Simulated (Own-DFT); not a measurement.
# Hybrid less PBE against volume: monoclinic HfO2, 94 atoms (Hf32O62), with two O vacancies

Calculated, not measured. Each geometry was run twice at fixed positions with Own-DFT, a retired in-house plane-wave program that no person has reviewed: with PBE, and with HSE06 (exact exchange share 0.25 at short range, screening 0.11 per bohr, Gygi-Baldereschi treatment of its divergence). Both used PseudoDojo norm-conserving files made for PBE, a cutoff of 48 hartree, the Gamma point alone, fixed occupations, a neutral cell and no spin. The unstrained cell is 10.1 Å across at its thinnest, so Gamma alone is coarse and defects feel their images. The hafnium file keeps the 4f electrons in the core, and its forces lie about 75 meV/Å off all-electron values. The oxygen file's force components were 24 meV/Å off all-electron values in a glass.

Unstrained cell vectors in Å: (10.234, 0.000, 0.000); (0.000, 10.350, 0.000); (-1.696, 0.000, 10.445), volume V0 = 1106.4 Å³, from measured lattice constants. Each geometry has its own random strain of a few per cent, its own defect sites and random moves of rms u per axis. HSE06 gave the energy alone. D is its energy less that of PBE, over the lowest D shown. The PBE stress wasn't checked against mesh or cutoff.

```
run  V - V0 (Å³)   u (Å)  P with PBE (GPa)  D (eV)
  1        -19.9  0.0489             10.00   0.734
  2        -10.7  0.0491              9.15   0.757
  3        -13.0  0.0327              8.00   0.722
  4        -32.3  0.0310             11.62   0.351
  5         13.8  0.0497              2.26   1.542
  6          0.4  0.0318              4.02   1.058
  7        -41.0  0.0289             13.20   0.000
  8        -17.6  0.0521              9.82   0.822
  9        -24.0  0.0500             12.12   0.549
 10         35.1  0.0509             -2.45   2.137
 11        -24.4  0.0335             10.75   0.464
 12        -18.7  0.0519             10.50   0.742
 13          1.6  0.0306              3.31   1.105
 14        -20.3  0.0497              9.97       ?
```

## Worked fit

D = 1.00 + 0.0253 (V - V0) + 78 u² eV, with an error of 0.0010 on the volume slope, 26 on the last term and a scatter of 0.07 eV. Pressure is -dE/dV, and 1 eV/Å³ is 160.2 GPa, so HSE06 changes the pressure by -4.1 ± 0.2 GPa. With the ions held to the strained lattice, the PBE pressure falls by 265 ± 9 GPa per unit of volume strain; the shape of the strain isn't fitted, so the true error is larger, and a relaxed crystal would be softer. On that slope HSE06's volume at a given pressure is about 1.5 % smaller, or 0.5 % in lengths. At u = 0 and V0 the PBE pressure is 3.0 GPa, which puts the zero-pressure volume, against the measured cell and with the defects in, at +1.1 % for PBE and -0.4 % for HSE06, each good to a few tenths of a per cent.

## Prediction

Q: what D should run 14 give?

The fitted form gives 0.67 eV, with rows scattering by 0.07. The calculation gave 0.744 eV.
